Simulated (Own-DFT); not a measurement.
## Calculated data, GaP (zincblende, strained, atoms displaced)

Computed with Own-DFT development build. A calculation, not a measurement: plane-wave PBE density functional theory by an unreviewed code, no spin, of a simulated periodic cell, stress positive in tension, free energy of the whole cell less one offset for each atom, forces on such cells passed a denser k mesh, this cell's mesh not checked; offsets are fitted by least squares, one for each functional and potential file, so energies compare only between cells with the same atoms and settings and are not formation energies; the far tail of each file's local potential was reset to the Coulomb form; each entry is a single point on an unrelaxed cell, so the pressure reflects the starting lattice, mostly measured values (interpolated for alloys), from which strain is counted, and rises with the displacements; printed positions are rounded, which can move forces by about a meV/angstrom; the program, named Own-DFT, is a retired in-house code; no spin-orbit coupling.

Settings shared by all entries: functional PBE; potential files PseudoDojo norm-conserving, scalar-relativistic, standard set; wave cutoff 42 hartree; occupations Fermi-Dirac; smearing width 0.1 eV; hardware one NVIDIA H100; k mesh 3 x 3 x 3 centred on Gamma.

(1) GaP (zincblende, strained, atoms displaced)

```
GaP
1.0
     11.0968    -0.0453     0.0217
     -0.0453    11.0282    -0.1176
      0.0217    -0.1176    10.8895
Ga P Ga P Ga P Ga P Ga P Ga P Ga P Ga P
4 4 4 4 4 4 4 4 4 4 4 4 4 4 4 4
Direct
  0.00615 0.99609 0.00526
  0.99563 0.24673 0.24576
  0.25160 0.99933 0.25112
  0.25198 0.24797 0.98793
  0.12178 0.12617 0.12046
  0.12334 0.38537 0.37076
  0.36491 0.11881 0.37464
  0.37660 0.36174 0.13328
  0.99363 0.98926 0.49968
  0.00705 0.25113 0.74989
  0.24398 0.00379 0.75220
  0.24203 0.24869 0.49933
  0.12096 0.13063 0.62568
  0.12098 0.38108 0.87225
  0.37493 0.13006 0.86834
  0.37434 0.36908 0.63055
  0.99946 0.50007 0.00448
  0.00681 0.73956 0.24520
  0.24854 0.49338 0.25175
  0.24590 0.75397 0.00036
  0.12925 0.62223 0.12311
  0.12763 0.87360 0.37432
  0.37318 0.63152 0.37774
  0.38094 0.87478 0.12803
  0.00234 0.49919 0.49248
  0.99693 0.75474 0.75136
  0.25000 0.50621 0.74532
  0.25357 0.74825 0.49720
  0.12752 0.63031 0.62845
  0.12723 0.87931 0.88343
  0.37425 0.62033 0.87178
  0.37249 0.88045 0.62764
  0.48922 0.99452 0.00302
  0.50087 0.24833 0.24571
  0.74934 0.99966 0.24254
  0.74477 0.25619 0.00211
  0.62297 0.12954 0.12738
  0.63084 0.37267 0.37153
  0.86926 0.12707 0.37527
  0.88091 0.37412 0.12671
  0.50725 0.99461 0.50254
  0.49500 0.24806 0.76245
  0.74291 0.99614 0.75344
  0.75686 0.24807 0.50403
  0.62295 0.12666 0.62863
  0.62333 0.37327 0.87340
  0.87691 0.12289 0.87245
  0.87449 0.37783 0.62059
  0.50142 0.49786 0.00281
  0.49589 0.74739 0.25205
  0.74524 0.49920 0.24297
  0.75535 0.75027 0.99962
  0.62300 0.62711 0.12442
  0.62249 0.87730 0.37382
  0.87579 0.62257 0.37043
  0.86967 0.86860 0.12259
  0.49935 0.50028 0.50132
  0.50056 0.75120 0.75506
  0.75102 0.49575 0.74893
  0.74939 0.75390 0.50621
  0.62356 0.62275 0.63301
  0.62695 0.87907 0.87011
  0.87562 0.62855 0.87616
  0.86943 0.87894 0.62569
```

- free energy of cell above offsets: -33.726 eV
- pressure: 0.91 GPa
- stress xx: -0.3 GPa
- stress yy: -0.77 GPa
- stress zz: -1.64 GPa
- stress yz: -1.79 GPa
- stress xz: 0.98 GPa
- stress xy: -0.65 GPa
- wall time: 581.3 s

Force:
```tsv
element	x (eV/Å)	y (eV/Å)	z (eV/Å)
Ga	-1.554	0.356	-0.202
Ga	0.371	0.122	0.606
Ga	-0.781	-0.103	-0.659
Ga	-0.76	0.664	0.846
P	0.972	0.05	0.505
P	-0.067	-1.983	0.277
P	1.539	0.868	0.654
P	-0.617	1.324	-1.312
Ga	0.434	1.161	-0.362
Ga	-1.387	0.255	0.146
Ga	0.083	0.083	-0.459
Ga	0.453	0.405	-0.282
P	0.011	-1.274	-0.494
P	0.818	0.021	0.256
P	-0.471	-1.763	1.175
P	-0.069	0.373	-0.593
Ga	-0.13	0.171	-0.513
Ga	-0.759	0.809	0.559
Ga	0.886	0.833	-0.51
Ga	0.894	-0.573	-0.027
P	0.473	-0.244	-0.114
P	-0.313	-0.314	-0.169
P	0.397	-1.475	-0.499
P	-1.162	-0.583	0.118
Ga	-0.614	0.9	0.871
Ga	0.241	0.102	-0.019
Ga	-0.198	-0.701	0.036
Ga	-0.653	0.881	0.849
P	-0.507	-0.096	-0.674
P	-0.089	-0.407	-1.04
P	0.225	0.672	0.973
P	0.274	-0.572	0.077
Ga	1.216	1.102	-0.779
Ga	-0.147	-0.438	1.604
Ga	-0.281	0.148	0.443
Ga	0.695	-0.621	-0.33
P	0.17	-0.959	-0.872
P	-0.579	0.034	0.518
P	0.891	-0.895	-0.328
P	-0.894	0.25	-0.331
Ga	-1.095	0.8	0.08
Ga	0.888	0.609	-1.692
Ga	0.719	1.375	-0.596
Ga	-1.148	0.198	-0.064
P	0.209	0.132	0.024
P	0.35	0.417	0.417
P	-0.101	0.143	0.502
P	0.928	-0.125	0.492
Ga	-0.636	-0.172	-0.015
Ga	0.516	0.222	0.04
Ga	0.412	0.051	0.356
Ga	-1.303	-0.146	-0.544
P	0.201	0.062	-0.151
P	0.711	-0.592	-0.221
P	-0.33	0.345	0.36
P	1.435	0.635	0.717
Ga	0.087	-0.361	-0.067
Ga	-0.517	0.027	-0.387
Ga	-0.062	0.388	0.155
Ga	-0.371	-0.824	-0.795
P	0.241	0.269	-0.596
P	-0.716	-0.836	1.577
P	0.179	-0.781	-0.149
P	0.397	-0.414	0.611
```

(2) GaP (zincblende, strained, atoms displaced)

```
GaP
1.0
     10.9066    -0.0280    -0.1045
     -0.0280    10.8146    -0.0442
     -0.1045    -0.0442    10.7786
Ga P Ga P Ga P Ga P Ga P Ga P Ga P Ga P
4 4 4 4 4 4 4 4 4 4 4 4 4 4 4 4
Direct
  0.99940 0.99517 0.99816
  0.00572 0.25165 0.24621
  0.24934 0.00601 0.24793
  0.24480 0.24024 0.00575
  0.13073 0.12787 0.12114
  0.12997 0.37440 0.37632
  0.37433 0.11923 0.37901
  0.37903 0.38023 0.12639
  0.98773 0.00153 0.49792
  0.00375 0.25331 0.74741
  0.24544 0.00155 0.75012
  0.25303 0.24746 0.50792
  0.12042 0.12657 0.62870
  0.11829 0.37154 0.86319
  0.37477 0.12512 0.87483
  0.37309 0.37227 0.63206
  0.98774 0.50315 0.99765
  0.99975 0.74502 0.24124
  0.25079 0.49444 0.24771
  0.24605 0.75271 0.00448
  0.13284 0.62660 0.12044
  0.13145 0.88190 0.37078
  0.38187 0.62901 0.38512
  0.36855 0.87377 0.12747
  0.99549 0.50056 0.50298
  0.00868 0.75214 0.74768
  0.24548 0.49889 0.75148
  0.25050 0.74392 0.49770
  0.13105 0.61889 0.62368
  0.13014 0.87191 0.87522
  0.38005 0.62590 0.88304
  0.37477 0.87518 0.62189
  0.50863 0.98935 0.00834
  0.49827 0.25024 0.24752
  0.74797 0.00604 0.24875
  0.74796 0.23990 0.00639
  0.63144 0.12392 0.11765
  0.62332 0.38319 0.37353
  0.87187 0.11494 0.38331
  0.87134 0.38311 0.13005
  0.49739 0.99774 0.49387
  0.50249 0.24760 0.75405
  0.75525 0.00352 0.74832
  0.74687 0.24511 0.49529
  0.62733 0.11985 0.63472
  0.62745 0.37233 0.87455
  0.87668 0.13461 0.88309
  0.87569 0.37100 0.62462
  0.49386 0.50132 0.99370
  0.49411 0.74709 0.25080
  0.75201 0.49779 0.24927
  0.74805 0.74625 0.99963
  0.62657 0.62315 0.12412
  0.62513 0.87771 0.36958
  0.88502 0.62264 0.37158
  0.87669 0.87208 0.12445
  0.50975 0.50548 0.50556
  0.50634 0.74933 0.74637
  0.74960 0.50136 0.75118
  0.75575 0.74639 0.49423
  0.62158 0.62137 0.62645
  0.63552 0.86841 0.87743
  0.86963 0.63187 0.87600
  0.87766 0.88345 0.62369
```

- free energy of cell above offsets: -32.053 eV
- pressure: 5.19 GPa
- stress xx: -4.66 GPa
- stress yy: -5.3 GPa
- stress zz: -5.62 GPa
- stress yz: 0.16 GPa
- stress xz: -1.44 GPa
- stress xy: -0.12 GPa
- wall time: 523.1 s

Force:
```tsv
element	x (eV/Å)	y (eV/Å)	z (eV/Å)
Ga	0.111	0.21	-0.018
Ga	-0.625	-0.179	0.533
Ga	0.18	-0.394	0.048
Ga	1.409	2.011	-1.706
P	-1.786	-1.169	0.944
P	-0.312	-0.003	0.4
P	0.122	1.419	-0.561
P	-0.555	-0.854	-0.659
Ga	2.625	-0.826	0.498
Ga	-1.332	-1.016	-0.335
Ga	0.647	-0.223	-0.186
Ga	-0.316	-0.125	-0.464
P	0.013	-0.544	-0.815
P	1.019	1.193	2.651
P	0.393	-0.555	0.779
P	0.933	0.654	-0.367
Ga	1.162	-0.278	-0.254
Ga	0.968	0.559	0.578
Ga	0.332	0.808	0.689
Ga	0.849	-0.358	-0.769
P	-1.121	-1.024	0.407
P	-1.195	-0.779	0.478
P	-0.494	-1.067	-1.055
P	0.838	0.481	0.197
Ga	0.658	-0.756	-0.083
Ga	-0.728	-0.404	-0.3
Ga	0.968	-0.102	0.62
Ga	-0.3	0.914	0.129
P	-0.76	0.851	-0.119
P	-0.364	0.67	0.022
P	-1.341	1.072	-1.574
P	-0.092	-0.032	0.517
Ga	-0.963	-0.044	-1.148
Ga	0.203	-0.311	0.339
Ga	0.375	-1.031	-0.114
Ga	0.74	2.189	-0.833
P	-1.507	-0.179	1.749
P	0.253	-1.039	0.149
P	-0.262	2.288	-2.087
P	0.597	-1.577	-0.713
Ga	0.822	-0.365	0.995
Ga	-0.311	-0.075	-0.176
Ga	0.286	-0.353	1.206
Ga	-0.379	0.36	0.595
P	-0.812	0.613	-1.505
P	0.083	0.288	0.637
P	0.623	-0.907	-0.984
P	-0.63	0.447	-0.212
Ga	1.498	-0.947	0.791
Ga	0.554	0.086	-0.226
Ga	-0.578	0.832	0.539
Ga	0.233	-0.019	0.887
P	-0.492	0.05	0.232
P	0.138	-0.441	0.167
P	-0.81	0.32	0.038
P	-0.486	0.518	0.037
Ga	-1.8	-1.537	-0.576
Ga	-0.828	0.346	0.564
Ga	0.175	-0.542	-0.094
Ga	-0.377	0.318	0.256
P	1.956	1.241	0.386
P	-0.807	1.082	-0.775
P	0.846	-0.15	-0.877
P	-0.245	-1.616	0.529
```

(3) GaP (zincblende, strained, atoms displaced)

```
GaP
1.0
     10.8151    -0.0425    -0.1976
     -0.0425    10.8389     0.0723
     -0.1976     0.0723    11.0756
Ga P Ga P Ga P Ga P Ga P Ga P Ga P Ga P
4 4 4 4 4 4 4 4 4 4 4 4 4 4 4 4
Direct
  0.99705 0.99557 0.99714
  0.99792 0.25156 0.24764
  0.25365 0.99655 0.24516
  0.24726 0.25300 0.00126
  0.11439 0.12745 0.12656
  0.12372 0.37951 0.37177
  0.37939 0.12571 0.36733
  0.37436 0.36630 0.12967
  0.99618 0.99313 0.49773
  0.00380 0.25363 0.74736
  0.24647 0.00374 0.74696
  0.24993 0.25297 0.50482
  0.11685 0.13116 0.62268
  0.12223 0.37772 0.87514
  0.37460 0.12687 0.87571
  0.37164 0.37966 0.62085
  0.99286 0.50219 0.99815
  0.00184 0.75476 0.25308
  0.24982 0.50426 0.24694
  0.25073 0.75073 0.99617
  0.12723 0.61965 0.12265
  0.12498 0.87210 0.37868
  0.37479 0.62059 0.37787
  0.37716 0.87344 0.12381
  0.00232 0.49530 0.50219
  0.99514 0.74132 0.75104
  0.24307 0.49793 0.75377
  0.25223 0.74154 0.49781
  0.12682 0.62379 0.62446
  0.12559 0.87509 0.86666
  0.37265 0.62012 0.86702
  0.37648 0.87272 0.62237
  0.49949 0.99666 0.99695
  0.49307 0.25393 0.24911
  0.74574 0.00737 0.23993
  0.75186 0.24422 0.00317
  0.62371 0.12276 0.11757
  0.63258 0.38066 0.37433
  0.87813 0.12224 0.38031
  0.87064 0.38657 0.12542
  0.50694 0.99881 0.50316
  0.50775 0.25012 0.74488
  0.75416 0.00084 0.75221
  0.75087 0.25367 0.49579
  0.62205 0.12495 0.62894
  0.62406 0.37205 0.87368
  0.87220 0.12101 0.86895
  0.86846 0.37044 0.63209
  0.49717 0.50680 0.99933
  0.50445 0.75705 0.24652
  0.76017 0.50773 0.25674
  0.74622 0.74853 0.00584
  0.62327 0.62159 0.11741
  0.62609 0.87461 0.37960
  0.86991 0.63051 0.37009
  0.87293 0.87290 0.12135
  0.49812 0.49678 0.50155
  0.50056 0.74966 0.76516
  0.74600 0.50159 0.74592
  0.74676 0.76076 0.50067
  0.61723 0.62276 0.61690
  0.62516 0.88348 0.87653
  0.87272 0.62398 0.87224
  0.87736 0.87348 0.62332
```

- free energy of cell above offsets: -32.958 eV
- pressure: 3.19 GPa
- stress xx: -3.85 GPa
- stress yy: -3.64 GPa
- stress zz: -2.08 GPa
- stress yz: 0.77 GPa
- stress xz: -3.49 GPa
- stress xy: -1.1 GPa
- wall time: 513.5 s

Force:
```tsv
element	x (eV/Å)	y (eV/Å)	z (eV/Å)
Ga	0.239	-0.024	-0.288
Ga	-0.298	0.209	0.449
Ga	-0.596	0.266	0.245
Ga	-0.094	-0.827	-0.118
P	0.827	-0.429	-0.467
P	0.141	-0.295	0.184
P	-0.525	-0.287	1.327
P	-0.659	2.214	-1.137
Ga	0.762	0.165	0.283
Ga	-0.5	-0.576	0.457
Ga	0.494	-0.093	-0.402
Ga	-0.199	-0.515	-1.13
P	0.516	-0.6	-0.241
P	-0.252	-0.015	0.534
P	-0.195	0.327	-0.255
P	0.264	-0.326	1.159
Ga	0.656	-0.274	0.011
Ga	-0.101	-0.748	-0.678
Ga	0.448	-0.945	0.402
Ga	-0.103	-0.504	-0.13
P	-0.623	1.34	-0.347
P	0.599	0.567	-0.196
P	0.378	0.706	-0.976
P	-0.379	0.327	-0.401
Ga	-0.744	0.074	-0.183
Ga	0.7	0.337	-0.448
Ga	0.362	-0.335	-0.878
Ga	0.15	0.339	0.296
P	-0.568	0.175	0.138
P	-0.401	-0.03	0.633
P	-0.282	0.597	1.158
P	-0.197	0.2	0.515
Ga	-0.393	0.263	0.005
Ga	1.99	-0.758	0.578
Ga	0.782	-0.934	1.213
Ga	0.169	0.529	-0.623
P	-0.852	0.947	0.496
P	-1.056	-0.06	-0.404
P	-0.829	0.64	-1.114
P	0.057	-1.155	-0.006
Ga	-0.831	-0.061	-0.411
Ga	-1.225	0.136	0.345
Ga	-0.588	-0.647	-1.045
Ga	0.014	-0.943	0.529
P	0.989	0.122	-0.726
P	0.201	0.695	0.522
P	1.045	1.231	1.006
P	0.45	0.877	-0.766
Ga	-0.351	-1.727	-0.383
Ga	-0.013	-1.271	0.548
Ga	-1.523	-0.88	-1.314
Ga	0.174	0.004	-1.066
P	0.241	0.583	1.6
P	-0.275	1.273	-1.343
P	1.368	1.033	1.868
P	0.193	0.437	0.614
Ga	0.152	-0.451	-0.735
Ga	0.187	0.104	-1.686
Ga	-0.308	-0.288	0.083
Ga	0.369	-1.743	0.25
P	0.759	1.248	1.226
P	0.437	-0.834	0.095
P	-0.815	0.418	0.318
P	-0.339	0.189	0.807
```

(4) GaP (zincblende, strained, atoms displaced)

```
GaP
1.0
     11.0202    -0.1751    -0.1538
     -0.1751    10.9563    -0.1973
     -0.1538    -0.1973    11.0004
Ga P Ga P Ga P Ga P Ga P Ga P Ga P Ga P
4 4 4 4 4 4 4 4 4 4 4 4 4 4 4 4
Direct
  0.00075 0.99902 0.00056
  0.00203 0.25107 0.24571
  0.25136 0.00092 0.24693
  0.25017 0.24964 0.00914
  0.11801 0.12606 0.13190
  0.12520 0.36568 0.37485
  0.37003 0.12492 0.36656
  0.37566 0.37793 0.12232
  0.00261 0.00370 0.49516
  0.00509 0.24947 0.74290
  0.24983 0.00804 0.75173
  0.25410 0.24921 0.49580
  0.11911 0.12649 0.63534
  0.12239 0.37088 0.86649
  0.37237 0.12622 0.88318
  0.37088 0.37128 0.62639
  0.99132 0.50320 0.00082
  0.99517 0.74529 0.24571
  0.25003 0.49618 0.25711
  0.25022 0.75179 0.99733
  0.11749 0.62395 0.11837
  0.12244 0.87056 0.37498
  0.38234 0.62363 0.37088
  0.38082 0.87665 0.12831
  0.00213 0.50451 0.49346
  0.99807 0.74443 0.76428
  0.24529 0.49591 0.75478
  0.25102 0.74621 0.49974
  0.12586 0.62709 0.62403
  0.11811 0.87217 0.87507
  0.37561 0.63112 0.86772
  0.38431 0.87841 0.62411
  0.49505 0.99645 0.99558
  0.50289 0.25325 0.24718
  0.74760 0.00064 0.25091
  0.75370 0.25906 0.99448
  0.62594 0.12106 0.13135
  0.61883 0.36867 0.37954
  0.87446 0.13099 0.37201
  0.87528 0.37397 0.12500
  0.49533 0.99569 0.50634
  0.50306 0.24950 0.74989
  0.75244 0.99935 0.74997
  0.75079 0.25022 0.49778
  0.62000 0.12887 0.62654
  0.61972 0.37096 0.87955
  0.87021 0.13011 0.87251
  0.87844 0.36740 0.62592
  0.49787 0.49578 0.00045
  0.49852 0.74495 0.24977
  0.74915 0.49358 0.24815
  0.74671 0.75484 0.99591
  0.62219 0.62480 0.11251
  0.61803 0.87025 0.37662
  0.87528 0.62918 0.37280
  0.87641 0.87621 0.12897
  0.49808 0.49594 0.49710
  0.50014 0.75095 0.75590
  0.75050 0.49710 0.75796
  0.75572 0.74733 0.49770
  0.63086 0.62900 0.61800
  0.62361 0.87942 0.87280
  0.87170 0.62785 0.88238
  0.87386 0.87386 0.63243
```

* free energy of cell above offsets: -32.763 eV
* pressure: 1.51 GPa
* stress xx: -1.33 GPa
* stress yy: -1.82 GPa
* stress zz: -1.38 GPa
* stress yz: -3.47 GPa
* stress xz: -2.35 GPa
* stress xy: -2.86 GPa
* wall time: 548.9 s

Force:
```tsv
element	x (eV/Å)	y (eV/Å)	z (eV/Å)
Ga	-0.781	0.118	-0.319
Ga	-1.023	-0.148	0.115
Ga	-0.959	-0.891	-0.221
Ga	-0.941	-0.3	-0.784
P	1.112	-0.279	-0.743
P	0.249	1.265	0.436
P	1.171	0.425	1.181
P	0.136	0.224	0.973
Ga	-0.556	-0.415	0.389
Ga	-1.605	-0.207	0.531
Ga	-0.247	-1.066	-0.277
Ga	-0.693	-0.853	0.232
P	1.496	-0.56	-1.718
P	0.296	0.701	2.075
P	0.44	0.418	-0.218
P	0.715	0.713	0.366
Ga	0.202	-0.999	-0.685
Ga	0.249	0.22	-0.159
Ga	-0.536	0.036	-0.909
Ga	-0.198	-0.045	0.179
P	1.455	0.246	1.034
P	0.59	0.349	-0.131
P	-0.747	-0.04	0.811
P	-0.606	-0.292	-0.231
Ga	-0.363	-0.697	0.237
Ga	-0.555	-0.319	-1.795
Ga	0.142	0.334	-0.938
Ga	0.229	0.37	-0.13
P	0.026	-0.111	0.721
P	1.541	1.142	0.609
P	-0.228	-0.869	1.054
P	-1.62	-0.683	1.115
Ga	0.444	0.306	0.518
Ga	-0.746	-0.907	-0.531
Ga	-0.21	-0.635	0.238
Ga	-0.796	-1.379	0.371
P	-0.024	0.708	-1.118
P	1.103	0.918	-0.088
P	0.32	-0.312	0.305
P	0.441	0.442	0.365
Ga	0.471	0.858	-1.441
Ga	-1.093	-0.349	-0.157
Ga	-0.79	0.142	-0.469
Ga	-0.482	-0.404	0.179
P	0.962	-0.441	-0.235
P	0.559	0.868	-0.116
P	1.105	0.015	0.418
P	-0.066	1.449	-0.045
Ga	-0.63	0.304	-0.92
Ga	0.305	-0.005	-0.873
Ga	-0.642	0.407	0.071
Ga	-0.156	0.219	0.326
P	0.685	0.271	1.457
P	1.107	0.609	0.336
P	-0.007	-0.78	-0.143
P	-0.321	0.169	-0.247
Ga	-0.028	0.173	0.615
Ga	0.361	-0.171	-1.486
Ga	-0.373	-0.158	-1.058
Ga	-0.578	0.63	0.006
P	-0.465	-0.737	1.115
P	0.487	0.191	0.456
P	-0.093	-0.254	-0.163
P	0.759	0.067	-0.488
```

(5) GaP (zincblende, strained, atoms displaced)

```
GaP
1.0
     10.9216     0.0726     0.0167
      0.0726    10.8465    -0.1315
      0.0167    -0.1315    10.8745
Ga P Ga P Ga P Ga P Ga P Ga P Ga P Ga P
4 4 4 4 4 4 4 4 4 4 4 4 4 4 4 4
Direct
  0.99789 0.99968 0.99809
  0.99360 0.25398 0.23803
  0.24957 0.99563 0.24993
  0.25233 0.24473 0.00402
  0.12064 0.12072 0.12029
  0.11936 0.37538 0.37683
  0.37572 0.13119 0.38150
  0.37624 0.37536 0.13336
  0.00140 0.00225 0.49655
  0.00135 0.25143 0.74343
  0.24253 0.00331 0.75249
  0.24529 0.24824 0.49959
  0.12286 0.12939 0.61314
  0.13115 0.37895 0.87921
  0.37532 0.11683 0.87444
  0.36694 0.37193 0.62357
  0.00208 0.50075 0.00084
  0.00281 0.75005 0.24580
  0.24726 0.49054 0.24904
  0.25152 0.74915 0.00190
  0.11514 0.62621 0.12823
  0.12337 0.86969 0.37428
  0.37588 0.63098 0.37803
  0.37848 0.87341 0.11376
  0.99547 0.49522 0.49349
  0.99828 0.75175 0.74705
  0.25359 0.50482 0.74497
  0.24809 0.75164 0.49715
  0.12894 0.62223 0.61881
  0.12671 0.87284 0.86927
  0.37174 0.62830 0.86277
  0.37160 0.86715 0.62707
  0.50013 0.99246 0.00089
  0.50506 0.25825 0.24960
  0.75506 0.99173 0.24883
  0.74804 0.25333 0.99781
  0.62363 0.11662 0.12508
  0.63166 0.37755 0.37107
  0.87875 0.11365 0.37208
  0.87796 0.37285 0.12810
  0.51401 0.99881 0.50249
  0.49560 0.25642 0.75993
  0.74980 0.00526 0.75225
  0.75734 0.24488 0.50395
  0.62418 0.12583 0.63466
  0.62187 0.37899 0.86931
  0.87782 0.12467 0.86587
  0.86818 0.37480 0.62446
  0.50318 0.49815 0.00410
  0.49912 0.74751 0.25742
  0.75163 0.49956 0.25164
  0.76378 0.75672 0.99971
  0.62871 0.63248 0.12139
  0.63297 0.87395 0.38080
  0.87007 0.63084 0.37464
  0.87094 0.87459 0.12191
  0.50341 0.49706 0.50421
  0.50740 0.73946 0.74853
  0.75644 0.50773 0.75132
  0.75137 0.75427 0.49883
  0.62969 0.61671 0.62373
  0.62598 0.87662 0.87813
  0.87415 0.62461 0.88336
  0.86992 0.87727 0.62889
```

* free energy of cell above offsets: -32.783 eV
* pressure: 3.9 GPa
* stress xx: -3.66 GPa
* stress yy: -4.15 GPa
* stress zz: -3.89 GPa
* stress yz: -2.87 GPa
* stress xz: 0.09 GPa
* stress xy: 1.09 GPa
* wall time: 536.6 s

Force:
```tsv
element	x (eV/Å)	y (eV/Å)	z (eV/Å)
Ga	-0.186	-0.283	-0.588
Ga	1.113	-1.4	1.684
Ga	0.276	0.413	0.039
Ga	-0.012	0.178	-0.136
P	0.568	0.246	0.604
P	0.473	-0.911	-0.998
P	0.776	-0.927	-0.993
P	0.24	-0.315	-1.45
Ga	-0.25	-0.949	0.43
Ga	0.078	0.471	0.534
Ga	0.337	-0.213	-0.975
Ga	0.075	0.594	-0.381
P	0.15	-0.685	1.281
P	-0.014	-0.47	-0.741
P	0.185	0.71	0.269
P	1.089	0.006	-0.016
Ga	-0.342	-0.415	0.08
Ga	-1.37	0.582	0.881
Ga	-0.45	1.468	0.847
Ga	-0.626	-0.415	-0.557
P	2.041	-0.727	-0.757
P	0.219	0.556	-0.226
P	-0.085	-1.469	-0.288
P	-0.314	-0.366	1.919
Ga	-0.523	1.023	0.869
Ga	0.099	-0.585	-0.047
Ga	-0.847	-0.42	0.205
Ga	-0.056	-0.068	0.474
P	-1.024	0.079	-0.002
P	-0.411	0.011	0.814
P	0.763	-0.459	1.76
P	0.82	0.952	-0.032
Ga	0.025	0.836	-0.306
Ga	-0.147	-1.158	0.448
Ga	-1.023	0.661	0.395
Ga	-0.074	-0.562	-0.083
P	0.373	0.776	0.068
P	0.017	-0.524	0.921
P	-0.217	1.402	-0.426
P	-1.116	1.106	-1.429
Ga	-1.682	0.218	0.533
Ga	-0.664	-0.774	-0.886
Ga	-0.574	-0.575	0.227
Ga	-1.041	-0.476	-0.618
P	0.065	0.701	-0.579
P	0.971	0.262	0.739
P	0.244	0.614	1.002
P	1.206	0.368	0.137
Ga	-0.703	0.77	-0.278
Ga	0.317	0.555	-0.686
Ga	-0.231	0.729	-0.496
Ga	-2.269	-0.459	-0.392
P	0.189	-0.462	0.32
P	-0.638	0.055	-1.254
P	0.973	-0.488	-0.37
P	2.012	0.419	0.494
Ga	-0.723	-0.242	-0.514
Ga	-0.327	1.091	0.032
Ga	-0.559	-0.528	0.261
Ga	-0.086	-0.576	1.009
P	0.416	0.849	-0.278
P	0.702	-0.728	-0.828
P	1.04	-0.109	-1.128
P	0.729	0.035	-0.536
```
